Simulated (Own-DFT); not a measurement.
In3GaAs4 (zincblende random alloy, strained, atoms displaced) (calculated)

All values are calculated (Own-DFT development build). A calculation, not a measurement: plane-wave PBE density functional theory by an unreviewed code, no spin, of a simulated periodic cell, stress positive in tension, free energy of the whole cell less one offset for each atom, forces on such cells passed a denser k mesh, this cell's mesh not checked; offsets are fitted by least squares, one for each functional and potential file, so energies compare only between cells with the same atoms and settings and are not formation energies; the far tail of each file's local potential was reset to the Coulomb form; each entry is a single point on an unrelaxed cell, so the pressure reflects the starting lattice, mostly measured values, from which strain is counted, and rises with the displacements; printed positions are rounded, which can move forces by about a meV/angstrom; the program is a retired in-house code; no spin-orbit coupling.

Common to all runs: functional PBE; potential files PseudoDojo norm-conserving, scalar-relativistic, standard set; wave cutoff 42 hartree; occupations Fermi-Dirac; smearing width 0.1 eV; k mesh 3 x 3 x 3 centred on Gamma.

(1) In3GaAs4 (zincblende random alloy, strained, atoms displaced)

```xyz
64
Lattice="11.7374 0.0000 0.0000 0.0000 11.7374 0.0000 0.0000 0.0000 12.0731" Properties=species:S:1:pos:R:3 In3GaAs4
In     0.0508     0.0269     0.0407
In    11.6906     2.9544     3.0340
In     2.9166     0.0516     2.9863
Ga     2.9560     2.9636     0.0294
As     1.5147     1.4441     1.5319
As     1.4970     4.3537     4.5809
As     4.4687     1.4536     4.6235
As     4.3982     4.4400     1.4841
In    11.7038    11.6157     6.0192
In    11.7052     3.0432     9.1043
Ga     2.8930     0.0395     9.0961
In     2.9756     3.0170     6.0276
As     1.3925     1.4740     7.6135
As     1.5117     4.4171    10.5290
As     4.3841     1.5165    10.6444
As     4.3982     4.4478     7.6345
Ga     0.0737     5.9132    12.0419
In    11.7092     8.8906     3.0750
In     2.9709     5.8988     2.9578
Ga     2.9134     8.8154    12.0598
As     1.4695     7.3436     1.5092
As     1.4840    10.2421     4.6161
As     4.3449     7.2467     4.4615
As     4.4107    10.2722     1.5663
In    11.7100     5.8370     6.0406
In     0.0417     8.8059     9.0710
In     2.9462     5.8627     9.0125
In     2.9194     8.7510     6.0061
As     1.4387     7.3830     7.4872
As     1.4886    10.2243    10.6121
As     4.3871     7.2776    10.5813
As     4.3730    10.2208     7.5298
In     5.7744     0.0690     0.0994
Ga     5.8000     2.9254     2.9907
In     8.7969    11.6271     3.0072
In     8.7432     2.8839    12.0029
As     7.3668     1.4951     1.4499
As     7.2810     4.3672     4.4457
As    10.2710     1.5034     4.5607
As    10.2810     4.3690     1.5281
In     5.8279    11.7225     6.0194
In     5.8702     2.8646     9.0082
In     8.8066    11.7134     9.0709
In     8.8025     2.9430     6.0224
As     7.3617     1.4024     7.4503
As     7.2797     4.3333    10.5801
As    10.3091     1.4331    10.5910
As    10.3450     4.4933     7.5680
In     5.8767     5.9351     0.0263
In     5.8802     8.8509     3.0072
Ga     8.7087     5.7996     2.9434
In     8.8733     8.8123    12.0183
As     7.3318     7.4001     1.5695
As     7.3261    10.2262     4.5175
As    10.1900     7.3484     4.5889
As    10.3127    10.2473     1.4522
Ga     5.9261     5.8704     6.0568
In     5.7909     8.8062     9.0837
In     8.9154     5.9190     9.0581
Ga     8.8318     8.8303     5.9569
As     7.3130     7.3879     7.5298
As     7.3322    10.3240    10.6172
As    10.1963     7.2222    10.4701
As    10.2818    10.3371     7.5283
```

* free energy of cell above offsets: -24.103 eV
* pressure: 5.85 GPa
* stress xx: -6.24 GPa
* stress yy: -6.12 GPa
* stress zz: -5.2 GPa
* stress yz: 0.08 GPa
* stress xz: -0.45 GPa
* stress xy: 0.28 GPa

Force:
| element | x (eV/Å) | y (eV/Å) | z (eV/Å) |
| --- | --- | --- | --- |
| In | 0.113 | -0.181 | -0.307 |
| In | 0.708 | -0.283 | 0.146 |
| In | 0.538 | -0.548 | 1.3 |
| Ga | -0.215 | 0.087 | -0.048 |
| As | -0.069 | 1.754 | -0.812 |
| As | -0.416 | 0.874 | -1.096 |
| As | -0.542 | 1.13 | -1.853 |
| As | 0.115 | -1.64 | -0.003 |
| In | 0.457 | 1.646 | -0.054 |
| In | 0.02 | -0.883 | 0.028 |
| Ga | 0.094 | -0.061 | -0.102 |
| In | 0.103 | -0.934 | 1.057 |
| As | 0.887 | -0.447 | -0.107 |
| As | 0.035 | 0.105 | 1.927 |
| As | -1.332 | -0.154 | -0.682 |
| As | 1.323 | -0.029 | -1.586 |
| Ga | -0.35 | -0.36 | 0.081 |
| In | 0.054 | -0.899 | 0.014 |
| In | -1.066 | -0.94 | 0.084 |
| Ga | 0.365 | -0.321 | 0.268 |
| As | -0.426 | 0.566 | -1.07 |
| As | 0.404 | 0.512 | -1.192 |
| As | 1.706 | 0.502 | 1.392 |
| As | -1.191 | -0.662 | -0.962 |
| In | 0.604 | 0.696 | -0.765 |
| In | -0.612 | -0.06 | -0.123 |
| In | -0.72 | 0.925 | 0.171 |
| In | 0.746 | -0.231 | -0.006 |
| As | 0.05 | -0.693 | 0.554 |
| As | 1.051 | 0.461 | -0.111 |
| As | -0.877 | 1.126 | 0.564 |
| As | -0.781 | 1.103 | 0.667 |
| In | 0.508 | -0.381 | -0.43 |
| Ga | 0.26 | -0.197 | -0.113 |
| In | 0.145 | 0.982 | -0.104 |
| In | 0.935 | 0.533 | 0.171 |
| As | -0.834 | 0.025 | 1.904 |
| As | -0.412 | 0.602 | -0.054 |
| As | -0.027 | -1.016 | -0.399 |
| As | -0.449 | 1.521 | -0.916 |
| In | 0.577 | -0.987 | 0.507 |
| In | 0.133 | -0.137 | -0.011 |
| In | -0.11 | 0.323 | -0.014 |
| In | 0.044 | 0.721 | 0.24 |
| As | -0.005 | 0.257 | 0.771 |
| As | 0.252 | 1.045 | -0.679 |
| As | -0.056 | 0.242 | -0.345 |
| As | -1.143 | -1.137 | -0.251 |
| In | 0.573 | -0.36 | 0.014 |
| In | -0.549 | -0.742 | 0.64 |
| Ga | 0.402 | 0.324 | 0.329 |
| In | -0.469 | -0.491 | 0.005 |
| As | 1.083 | -0.818 | -0.281 |
| As | 0.576 | -0.183 | 1.069 |
| As | -0.629 | -0.42 | -0.916 |
| As | -0.063 | 0.23 | 0.253 |
| Ga | -0.31 | -0.032 | -0.198 |
| In | 0.593 | 0.119 | 0.277 |
| In | -2.903 | -1.718 | -1.485 |
| Ga | -0.336 | 0.038 | 0.813 |
| As | 0.449 | -0.124 | -0.963 |
| As | -0.643 | -0.211 | -0.035 |
| As | 2.75 | 1.682 | 2.665 |
| As | -1.116 | -1.853 | 0.163 |

(2) In3GaAs4 (zincblende random alloy, strained, atoms displaced)

```xyz
64
Lattice="11.7374 0.0000 0.0000 0.0000 11.7374 0.0000 0.0000 0.0000 12.0731" Properties=species:S:1:pos:R:3 In3GaAs4
In     0.0027     0.0804    12.0630
In    11.6774     2.9456     2.9540
In     2.9286     0.0045     2.9370
Ga     3.0024     2.9156    11.9954
As     1.4016     1.4446     1.4986
As     1.5039     4.4168     4.4978
As     4.4219     1.3994     4.5759
As     4.3486     4.4506     1.4651
In    11.7306     0.0150     5.9856
In     0.0336     2.9861     9.0293
In     2.8929    11.6651     9.0902
Ga     2.9841     2.9826     5.9651
As     1.4048     1.4139     7.5304
As     1.4454     4.4310    10.7093
As     4.3119     1.4574    10.5200
As     4.3191     4.3956     7.5865
In     0.0256     5.9594     0.0273
Ga     0.0344     8.8027     3.0517
In     2.9503     5.7484     2.9649
In     2.9711     8.8049    11.9884
As     1.5759     7.3832     1.5761
As     1.4348    10.3105     4.5635
As     4.3421     7.3605     4.5065
As     4.3052    10.2509     1.5325
Ga     0.0137     6.0003     5.9668
In     0.0525     8.7813     9.0297
In     3.0120     5.8598     9.0228
In     2.9852     8.8172     5.9882
As     1.4487     7.2384     7.5414
As     1.4534    10.3078    10.5309
As     4.3895     7.3631    10.5723
As     4.2930    10.2611     7.6111
In     5.9186    11.6646     0.0591
In     5.7909     2.9028     2.9770
In     8.7079    11.7212     3.0715
Ga     8.8207     2.8797     0.0401
As     7.3219     1.3979     1.5969
As     7.3093     4.4392     4.5288
As    10.3429     1.3980     4.5193
As    10.2350     4.4432     1.4809
In     5.7711     0.0181     6.0834
In     5.9572     2.8796     9.0959
In     8.8221    11.6940     9.1047
Ga     8.9061     2.9874     5.9437
As     7.3012     1.4968     7.4111
As     7.3491     4.3954    10.5182
As    10.3009     1.4788    10.5478
As    10.2438     4.3848     7.5607
Ga     5.8883     5.9367    12.0713
Ga     5.8446     8.8321     2.9576
In     8.8019     5.8388     3.0492
In     8.8364     8.7968    12.0456
As     7.3397     7.3287     1.5832
As     7.3582    10.2985     4.5083
As    10.2872     7.2890     4.5560
As    10.2728    10.2964     1.4885
In     5.7925     5.9606     6.0364
In     5.8315     8.8374     9.0740
In     8.7498     5.9396     9.0133
In     8.7634     8.8109     6.0267
As     7.3553     7.2763     7.4922
As     7.2400    10.2247    10.6611
As    10.2105     7.3211    10.5213
As    10.2536    10.2052     7.5463
```

* free energy of cell above offsets: -23.974 eV
* pressure: 5.86 GPa
* stress xx: -6.14 GPa
* stress yy: -6.19 GPa
* stress zz: -5.24 GPa
* stress yz: -0.57 GPa
* stress xz: -0.19 GPa
* stress xy: 0.64 GPa

Force:
| element | x (eV/Å) | y (eV/Å) | z (eV/Å) |
| --- | --- | --- | --- |
| In | -0.271 | -0.867 | -0.178 |
| In | 0.277 | 0.219 | 0.452 |
| In | -0.582 | 0.372 | 1.039 |
| Ga | -0.679 | 0.14 | 0.546 |
| As | 1.532 | 1.303 | -0.477 |
| As | -0.825 | -0.418 | 1.392 |
| As | -1.447 | 1.274 | -0.506 |
| As | 1.165 | -1.001 | -1.971 |
| In | -0.228 | -0.608 | 1.143 |
| In | 0.286 | 0.056 | 0.325 |
| In | -0.302 | 1.187 | -0.581 |
| Ga | -0.459 | -0.388 | 0.436 |
| As | 1.337 | 1.001 | -0.375 |
| As | 1.12 | -0.723 | -0.692 |
| As | 0.669 | 0.203 | 1.055 |
| As | 0.965 | -1.372 | -1.31 |
| In | -0.283 | 0.378 | 0.422 |
| Ga | -0.128 | 0.102 | -0.103 |
| In | -0.257 | 1.119 | 0.733 |
| In | -0.801 | 0.339 | 0.476 |
| As | -1.152 | 0.641 | 0.167 |
| As | 0.079 | -0.964 | -1.199 |
| As | 0.972 | 0.257 | -1.461 |
| As | 1.48 | -0.765 | 0.037 |
| Ga | 0.121 | -1.222 | 0.493 |
| In | -0.316 | -0.192 | 0.053 |
| In | -1.209 | 0.024 | 1.135 |
| In | -1.099 | -0.118 | 0.504 |
| As | -0.021 | 0.258 | -0.84 |
| As | -0.633 | -0.694 | 0.902 |
| As | 1.076 | -1.175 | 0.203 |
| As | 0.88 | -0.197 | -0.578 |
| In | -1.302 | 0.952 | 0.204 |
| In | 0.196 | 0.516 | 0.362 |
| In | 1.622 | 0.099 | -0.349 |
| Ga | -0.175 | 0.145 | -0.171 |
| As | 0.37 | 1.363 | -1.431 |
| As | 0.073 | -1.042 | 0.681 |
| As | -1.561 | 1.386 | -0.179 |
| As | -0.488 | -0.631 | -0.787 |
| In | 0.615 | -1.145 | 0.286 |
| In | -0.818 | -0.013 | -0.611 |
| In | -0.744 | 0.187 | -0.425 |
| Ga | -0.39 | -0.201 | 0.109 |
| As | 1.614 | 0.35 | 0.325 |
| As | 0.173 | 0.304 | 2.024 |
| As | -0.951 | 0.868 | 0.415 |
| As | 0.136 | 0.607 | -1.571 |
| Ga | 0.099 | -0.35 | 0.004 |
| Ga | -0.015 | -0.097 | 0.454 |
| In | 0.023 | 0 | 0.047 |
| In | -0.239 | -0.137 | 0.608 |
| As | -1.068 | 0.39 | -0.627 |
| As | -1.964 | -1.221 | 0.276 |
| As | 0.819 | 0.784 | -0.489 |
| As | 0.536 | -0.572 | 0.944 |
| In | -0.181 | -0.95 | -0.013 |
| In | 0.467 | -0.486 | -0.616 |
| In | 0.457 | -1.006 | 0.169 |
| In | 0.269 | -0.176 | -0.174 |
| As | -0.881 | 1.235 | 0.292 |
| As | 1.031 | -0.015 | -1.05 |
| As | 0.795 | 0.181 | 0.118 |
| As | 0.216 | 0.508 | -0.067 |

(3) In3GaAs4 (zincblende random alloy, strained, atoms displaced)

```xyz
64
Lattice="11.7374 0.0000 0.0000 0.0000 11.7374 0.0000 0.0000 0.0000 12.0731" Properties=species:S:1:pos:R:3 In3GaAs4
In     0.1175     0.0006    11.9611
Ga     0.0543     2.9103     3.0626
Ga     2.8175    11.7257     3.0761
In     2.9092     2.8932    11.9985
As     1.4357     1.5163     1.4990
As     1.4373     4.3546     4.5506
As     4.4286     1.5096     4.5609
As     4.3395     4.3298     1.4585
Ga    11.7207    11.6943     6.0915
In     0.1112     2.8783     9.0366
In     2.9864    11.6369     9.0047
In     2.9817     2.9987     6.0177
As     1.4165     1.4965     7.5406
As     1.5401     4.4050    10.6152
As     4.4775     1.5822    10.5425
As     4.4086     4.3638     7.5750
In     0.0565     5.8987     0.0585
Ga     0.0290     8.7945     3.0153
Ga     2.9291     5.8656     3.0860
In     2.8741     8.8486    12.0630
As     1.4897     7.3159     1.5062
As     1.5660    10.3711     4.5817
As     4.4619     7.3566     4.6565
As     4.4749    10.2853     1.5842
Ga    11.6930     5.9235     6.0390
In     0.0010     8.8342     9.0007
In     2.8949     5.8466     9.1365
In     2.9568     8.8286     6.0679
As     1.4790     7.3434     7.5711
As     1.4416    10.2246    10.5711
As     4.3659     7.4042    10.6404
As     4.3829    10.2189     7.5047
In     5.9527    11.6543     0.0558
In     5.8556     2.9755     3.0340
Ga     8.7693    11.7158     3.0953
In     8.8915     2.8960     0.0205
As     7.4107     1.5249     1.5885
As     7.3147     4.3523     4.5224
As    10.2840     1.4012     4.4795
As    10.3028     4.4007     1.5556
In     5.8987     0.0478     5.9991
In     5.8014     2.9148     9.0868
In     8.8079     0.0277     8.9949
In     8.7717     2.9067     6.0581
As     7.3350     1.4865     7.6606
As     7.2695     4.4906    10.5466
As    10.2788     1.5170    10.6148
As    10.2604     4.3492     7.5937
In     5.8299     5.8480    11.9571
Ga     5.8381     8.7728     3.0039
In     8.7771     5.8491     3.0167
In     8.7309     8.7464     0.0166
As     7.3947     7.2899     1.5020
As     7.3077    10.1352     4.5318
As    10.2285     7.3655     4.5259
As    10.2574    10.2761     1.6055
In     5.8102     5.8979     6.1355
In     5.8640     8.7893     9.0036
In     8.8131     5.8744     9.0871
In     8.7371     8.7772     6.0837
As     7.3265     7.3550     7.5494
As     7.3935    10.2859    10.6163
As    10.2937     7.2456    10.5271
As    10.2365    10.2682     7.5389
```

- free energy of cell above offsets: -23.827 eV
- pressure: 5.92 GPa
- stress xx: -6.25 GPa
- stress yy: -6.25 GPa
- stress zz: -5.25 GPa
- stress yz: 0.13 GPa
- stress xz: 0.35 GPa
- stress xy: 0.62 GPa

Force:
| element | x (eV/Å) | y (eV/Å) | z (eV/Å) |
| --- | --- | --- | --- |
| In | -1.371 | 0.199 | 1.446 |
| Ga | -0.512 | 0.042 | -0.223 |
| Ga | 1.053 | 0.802 | -0.627 |
| In | 0.259 | -0.314 | 0.743 |
| As | 0.258 | -0.497 | 1.269 |
| As | -0.647 | 1.265 | -0.584 |
| As | -0.986 | -0.842 | -1.02 |
| As | -0.14 | 1.319 | 0.858 |
| Ga | -0.017 | 0.441 | -0.418 |
| In | -0.968 | 1.011 | 1.026 |
| In | -0.346 | 1.143 | 0.577 |
| In | -0.443 | -0.586 | 0.246 |
| As | 0.859 | -1.656 | -1.3 |
| As | -1.343 | -0.049 | -0.211 |
| As | -0.964 | -2.679 | 1.063 |
| As | -0.427 | 0.642 | 0.368 |
| In | -0.562 | -0.629 | -0.38 |
| Ga | -0.061 | 0.27 | 0.204 |
| Ga | 0.22 | -0.143 | -0.162 |
| In | 0.674 | 0.112 | 1.104 |
| As | 0.409 | 0.528 | 1.94 |
| As | -1.625 | -0.431 | -0.352 |
| As | -0.612 | 0.066 | -2.4 |
| As | -1.204 | -0.205 | 0.94 |
| Ga | -0.113 | -0.323 | 0.092 |
| In | -0.431 | -0.5 | 0.36 |
| In | 0.778 | 0.512 | -0.592 |
| In | -0.694 | -0.518 | -0.44 |
| As | -0.479 | -0.802 | -0.889 |
| As | 0.517 | 0.135 | -1 |
| As | 0.054 | 0.009 | -0.972 |
| As | 1.139 | 0.716 | 0.088 |
| In | -0.181 | 1.369 | 0.076 |
| In | -0.304 | -0.219 | -0.516 |
| Ga | 0.06 | -0.242 | -0.242 |
| In | -0.949 | 1.087 | 0.213 |
| As | 0.088 | -1.138 | 0.285 |
| As | -0.027 | 0.916 | 0.782 |
| As | 0.47 | -0.242 | 0.237 |
| As | 0.81 | -0.602 | 0.502 |
| In | 0.242 | -0.467 | 0.368 |
| In | 1.316 | 1.133 | -0.625 |
| In | 0.49 | -0.145 | 1.174 |
| In | 0.466 | -0.193 | -0.285 |
| As | -0.51 | 0.086 | -1.036 |
| As | 1.078 | -1.574 | -0.215 |
| As | 0.501 | -0.758 | -1.153 |
| As | 0.734 | 0.798 | -0.763 |
| In | -0.424 | 0.433 | 1.759 |
| Ga | 0.328 | -0.423 | 0.044 |
| In | 0.305 | -0.275 | 0.448 |
| In | 1.474 | 0.31 | -0.061 |
| As | -2.027 | 0.205 | 0.594 |
| As | -0.277 | 1.023 | -1.259 |
| As | 1.421 | -0.074 | 0.093 |
| As | 0.273 | 0.056 | 0.05 |
| In | 0.878 | -0.887 | -0.369 |
| In | -0.017 | 0.374 | 0.979 |
| In | -0.257 | -0.324 | -0.686 |
| In | 0.728 | 0.086 | -0.354 |
| As | 0.202 | -0.672 | 0.541 |
| As | -0.17 | -0.316 | -1.201 |
| As | 0.346 | 1.136 | 0.628 |
| As | 0.663 | 0.502 | -0.763 |

(4) In3GaAs4 (zincblende random alloy, strained, atoms displaced)

```xyz
64
Lattice="11.7374 0.0000 0.0000 0.0000 11.7374 0.0000 0.0000 0.0000 12.0731" Properties=species:S:1:pos:R:3 In3GaAs4
In    11.6370    11.7219     0.0848
In     0.0255     2.9769     3.0595
Ga     2.9207    11.6935     3.0626
In     2.9646     2.8573     0.0312
As     1.4012     1.4474     1.5304
As     1.4818     4.4273     4.5678
As     4.3829     1.4515     4.5610
As     4.4506     4.4370     1.5210
In     0.0404    11.6876     6.0828
In    11.7207     2.9591     9.1075
In     2.9158    11.6602     9.1139
In     2.9322     2.9756     6.0208
As     1.4518     1.5326     7.5978
As     1.5364     4.3375    10.6346
As     4.4532     1.4943    10.5404
As     4.4089     4.4274     7.5939
In    11.6905     5.8107    12.0658
In    11.7009     8.8315     2.9916
Ga     2.9699     5.8257     2.9583
In     3.0006     8.8535    12.0000
As     1.4450     7.3237     1.4653
As     1.4808    10.2512     4.4838
As     4.3585     7.3508     4.5607
As     4.3954    10.1827     1.5238
Ga     0.0243     5.8830     5.9700
In    11.6938     8.8442     9.0709
In     2.9468     5.8541     9.0439
In     2.9836     8.6831     5.9851
As     1.5905     7.3302     7.5316
As     1.4223    10.2460    10.5336
As     4.5190     7.3785    10.5112
As     4.4160    10.1987     7.4660
Ga     5.8162    11.6588     0.0933
Ga     5.8658     2.8706     3.0122
Ga     8.9077     0.0101     3.0441
Ga     8.7839     2.9587    12.0638
As     7.3376     1.4162     1.5019
As     7.3624     4.3772     4.5220
As    10.4182     1.4078     4.5944
As    10.2680     4.3260     1.4675
Ga     5.8319    11.6957     6.0307
In     5.8381     2.9439     9.0763
In     8.7679    11.6337     9.1134
In     8.7964     3.0868     6.1518
As     7.4154     1.4266     7.6011
As     7.3484     4.3878    10.5162
As    10.2408     1.4869    10.6824
As    10.2602     4.3689     7.5197
In     5.8449     5.7601    12.0377
In     5.8282     8.8351     2.9647
In     8.8831     5.8825     3.0959
In     8.7351     8.8291    12.0426
As     7.3728     7.3634     1.4639
As     7.3654    10.2843     4.4751
As    10.2611     7.3549     4.4990
As    10.2212    10.2737     1.6025
In     5.9577     5.8690     5.9751
In     5.9349     8.7637     9.1404
In     8.8169     5.8907     9.0140
In     8.8255     8.7524     6.0548
As     7.2844     7.3044     7.5048
As     7.3779    10.3227    10.5414
As    10.3142     7.3447    10.5757
As    10.3343    10.3330     7.5467
```

* free energy of cell above offsets: -24.074 eV
* pressure: 5.85 GPa
* stress xx: -6.15 GPa
* stress yy: -6.16 GPa
* stress zz: -5.22 GPa
* stress yz: 0.53 GPa
* stress xz: 0.2 GPa
* stress xy: -0.36 GPa

Force:
| element | x (eV/Å) | y (eV/Å) | z (eV/Å) |
| --- | --- | --- | --- |
| In | 0.584 | -0.271 | -0.308 |
| In | -0.13 | -0.307 | 0.009 |
| Ga | -0.007 | 0.375 | -0.385 |
| In | 0.173 | -0.146 | 0.551 |
| As | 1.298 | -0.608 | 0.73 |
| As | 0.055 | 1.426 | -0.657 |
| As | 0.657 | -0.619 | -0.85 |
| As | -0.571 | -1.008 | 1.463 |
| In | 1.134 | 0.399 | -0.146 |
| In | -0.143 | -0.133 | 0.27 |
| In | 0.543 | 0.63 | -0.876 |
| In | 0.182 | -0.252 | 0.666 |
| As | 0.41 | -0.586 | -0.143 |
| As | -0.273 | 0.66 | -0.437 |
| As | 0.094 | -1.648 | 1.175 |
| As | 0.459 | -0.089 | -0.955 |
| In | 0.544 | 0.02 | -0.048 |
| In | 0.712 | -0.455 | 0.058 |
| Ga | -0.354 | 0.528 | 0.382 |
| In | -0.646 | -0.793 | -0.064 |
| As | 0.887 | -0.35 | 0.511 |
| As | 0.715 | 0.191 | 0.074 |
| As | 0.883 | -1.747 | -2.161 |
| As | -0.663 | 2.307 | -0.223 |
| Ga | 0.004 | 0.226 | 0.527 |
| In | 0.493 | -0.836 | -0.772 |
| In | -0.024 | 0.067 | 0.839 |
| In | -0.923 | 1.579 | 0.317 |
| As | -2.205 | -0.438 | -0.133 |
| As | -0.211 | 0.385 | 1.067 |
| As | -1.32 | -1.162 | 0.91 |
| As | 0.589 | 0.733 | 0.379 |
| Ga | 0.208 | 0.537 | -0.474 |
| Ga | 0.095 | 0.018 | 0.049 |
| Ga | -0.449 | 0.45 | 0.447 |
| Ga | -0.361 | -0.243 | 0.111 |
| As | 0.171 | 0.164 | 0.145 |
| As | -0.641 | -0.798 | -1.149 |
| As | -1.922 | 0.575 | -0.69 |
| As | -0.983 | -0.199 | 0.066 |
| Ga | 0.592 | 0.168 | 0.058 |
| In | 0.712 | -0.288 | -0.759 |
| In | 1.414 | 1.515 | -0.701 |
| In | -0.54 | -2.227 | -1.386 |
| As | -1.253 | -0.182 | -0.941 |
| As | 0.909 | -0.491 | 0.747 |
| As | -0.779 | 0.423 | -0.435 |
| As | 2.003 | 1.944 | 0.49 |
| In | 0.776 | 1.069 | -0.026 |
| In | 0.918 | -0.947 | 0.909 |
| In | -0.712 | -0.524 | -1.332 |
| In | 0.831 | 0.033 | 0.135 |
| As | -0.53 | -0.962 | 0.557 |
| As | 0.004 | 0.96 | 0.342 |
| As | 1.375 | -0.338 | 1.232 |
| As | -0.987 | 0.248 | -0.355 |
| In | -1.175 | -0.352 | -0.009 |
| In | 0.388 | 1.092 | -1.452 |
| In | 0.134 | 0.144 | 0.142 |
| In | -0.219 | 0.748 | 0.152 |
| As | 0.618 | 0.499 | 0.558 |
| As | -1.909 | -0.223 | 1.693 |
| As | -0.619 | -0.019 | -0.062 |
| As | -1.014 | -0.869 | 0.165 |
